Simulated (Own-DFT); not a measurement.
# From a pressure shift to a lattice shift: D0_22 TiAl3, 40 atoms (Al30Ti10)

The numbers are computed, not measured, by runs of the plane-wave DFT program Own-DFT (in-house, retired, unreviewed) at fixed positions, with no spin and no spin-orbit coupling.

Caveats: forces on such cells failed a check on a denser k mesh; stress not checked against mesh or cutoff.

Each geometry was run with PBE and with PBEsol, otherwise alike: PseudoDojo norm-conserving scalar-relativistic files made for PBE; cutoff 42 hartree; 4 x 4 x 4 k mesh centred on Gamma; cold (Marzari-Vanderbilt) smearing of 0.2 eV. Unstrained cell vectors in Å: (-2.365, -6.981, 4.326); (-7.667, 3.491, 1.442); (-2.950, -3.488, -7.241). Each has a uniform strain, of which the change of volume is shown, and random moves of rms u per axis.

```
run  volume change (%)   u (Å)  P with PBE (GPa)  P with PBEsol (GPa)
  1              -2.72  0.0556              6.39                 4.41
  2               3.04  0.0406             -0.71                -2.55
  3               2.49  0.0537              0.28                -1.58
  4               2.05  0.0564              0.89                -0.97
  5              -4.36  0.0495              8.38                 6.37
  6               2.25  0.0512              0.34                -1.51
  7              -2.68  0.0503              6.28                 4.30
  8              -1.44  0.0481              4.47                 2.53
  9               3.21  0.0464             -0.90                -2.73
 10              -1.18  0.0434              3.95                    ?
```

Question: by how much does PBEsol shrink this cell, and what belongs in the blank?

## Answer

Write v for the change of volume as a fraction. Fitted to v and u², the PBE pressure has a slope of -119 ± 2 GPa in v, with the ions held to the strained lattice. The difference PBEsol less PBE is -1.91 + 2.4 v GPa (slope ± 0.1) and averages -1.90 GPa. Divided by the mean slope of the two, 118 GPa, that makes PBEsol's volume at a given pressure, near 2 GPa, about 1.6 % smaller, or 0.54 % in lengths. At one volume PBEsol's slope is the smaller by 2 GPa, but its pressure there is lower too. If stiffness rises by about 4 GPa for each GPa, PBEsol at equal pressure is stiffer by about 5 GPa. Files made for PBEsol would give a different shift.

For run 10 the line gives 2.01 GPa. The calculation gave 2.01 GPa.
